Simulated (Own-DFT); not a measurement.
# One host, several defects: C11b WSi2

Calculated, not measured: single-point runs of Own-DFT, a retired in-house plane-wave DFT program that no person has reviewed, on unrelaxed cells, without spin or spin-orbit coupling.

All runs used: PBE; PseudoDojo norm-conserving scalar-relativistic files; cutoff 50 hartree; 5 x 5 x 5 k mesh centred on Gamma; cold (Marzari-Vanderbilt) smearing of 0.2 eV.

Limits: forces on such cells failed a check on a denser k mesh; stress not checked against mesh or cutoff.

All runs share one cell, with vectors in Å (-2.148, -5.953, 3.409); (-6.444, 2.976, 1.136); (-2.553, -2.948, -6.757) and a volume of 403.2 Å³. u is the rms random offset of the atoms per axis. The defect's site can differ from row to row.

| cell | formula | u (Å) | P (GPa) |
|---|---|---|---|
| no defect | Si20W10 | 0.0171 | 4.31 |
| no defect | Si20W10 | 0.0432 | 5.70 |
| no defect | Si20W10 | 0.0448 | 5.90 |
| one Si on a W site | Si21W9 | 0.0266 | 5.93 |
| one Si on a W site | Si21W9 | 0.0332 | 6.07 |
| one Si on a W site | Si21W9 | 0.0457 | ? |
| one Si on a W site | Si21W9 | 0.0555 | 7.59 |
| one W on a Si site | Si19W11 | 0.0299 | 9.75 |
| one W on a Si site | Si19W11 | 0.0322 | 10.02 |
| one W on a Si site | Si19W11 | 0.0461 | 11.33 |
| one Si vacancy | Si19W10 | 0.0295 | 3.15 |
| one Si vacancy | Si19W10 | 0.0295 | 3.52 |
| one Si vacancy | Si19W10 | 0.0524 | 4.24 |

## What the rows give

P = P0 + c u² + a shift for each defect gives P0 = 4.25 GPa, c = 756 ± 95 GPa/Å² and a scatter of 0.27 GPa. The shifts, and each times the cell's volume:

- one W on a Si site: 5.09 ± 0.22 GPa, 12.8 eV
- one Si on a W site: 1.05 ± 0.23 GPa, 2.6 eV
- one Si vacancy: -1.75 ± 0.22 GPa, -4.4 eV

Against the defect-free cell, a freed cell would be larger where the shift is positive and smaller where it is negative (160.2 GPa Å³ is 1 eV). The atoms around the defects weren't relaxed, which would change these numbers.

## Test on the hidden row

The question: what pressure belongs in the blank (one Si on a W site, u = 0.0457 Å)?

The fitted form gives 6.88 ± 0.32 GPa. The calculation gave 7.39 GPa.
